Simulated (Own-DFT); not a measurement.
# One host, several defects: 4H SiC

Source: density functional calculations with Own-DFT, an unreviewed in-house program that is no longer used. Nothing was measured or relaxed, and spin and spin-orbit coupling are left out.

All runs used: PBE; PseudoDojo norm-conserving scalar-relativistic files; cutoff 42 hartree; 4 x 4 x 3 k mesh centred on Gamma; Fermi-Dirac smearing of 0.1 eV.

Caveats (not all hold for every row): not probed for a lower state with spin; forces on such cells failed a check on a denser k mesh; forces on such cells passed a denser k mesh, each cell not checked; stress not checked against mesh or cutoff.

All runs share one cell, with vectors in Å (9.248, 0.000, 0.000); (-4.624, 8.009, 0.000); (0.000, 0.000, 10.068) and a volume of 745.7 Å³. u is the rms random offset of the atoms per axis. The defect's site can differ from row to row.

| cell | formula | u (Å) | P (GPa) |
|---|---|---|---|
| no defect | C36Si36 | 0.0275 | 3.60 |
| no defect | C36Si36 | 0.0281 | 3.63 |
| no defect | C36Si36 | 0.0591 | 6.45 |
| one Al on a Si site and one N on a C site | AlC35NSi35 | 0.0502 | 5.56 |
| one Al on a Si site and one N on a C site | AlC35NSi35 | 0.0511 | 5.42 |
| one Al on a Si site and one N on a C site | AlC35NSi35 | 0.0536 | 5.38 |
| one C on a Si site | C37Si35 | 0.0463 | 3.05 |
| one C on a Si site | C37Si35 | 0.0475 | 2.98 |
| one C on a Si site | C37Si35 | 0.0512 | ? |
| one C on a Si site | C37Si35 | 0.0548 | 3.53 |
| two Al on a Si site each | Al2C36Si34 | 0.0301 | 5.96 |
| two Al on a Si site each | Al2C36Si34 | 0.0492 | 7.12 |
| two Al on a Si site each | Al2C36Si34 | 0.0527 | 7.66 |
| one C vacancy | C35Si36 | 0.0317 | 3.61 |
| one C vacancy | C35Si36 | 0.0475 | 4.99 |
| one C vacancy | C35Si36 | 0.0500 | 4.92 |

## Working it out

P = P0 + c u² + a shift for each defect gives P0 = 2.96 GPa, c = 955 ± 64 GPa/Å² and a scatter of 0.19 GPa. The shifts, and each times the cell's volume:

- two Al on a Si site each: 2.01 ± 0.16 GPa, 9.4 eV (4.7 eV for each of its 2 sites)
- one Al on a Si site and one N on a C site: -0.06 ± 0.17 GPa, -0.3 eV (not resolved)
- one C vacancy: -0.28 ± 0.16 GPa, -1.3 eV (not resolved)
- one C on a Si site: -2.13 ± 0.16 GPa, -9.9 eV

Positive is outwards. The product with the volume (160.2 GPa Å³ to the eV) is nearly free of the cell's size; divided by the bulk modulus at the cell's pressure it gives the volume that the defect adds. The atoms around the defects weren't relaxed, which would change these numbers.

## Withheld run

Question: what pressure belongs in the blank (one C on a Si site, u = 0.0512 Å)?

The fit gives 3.33 ± 0.22 GPa. Computed: 3.31 GPa.
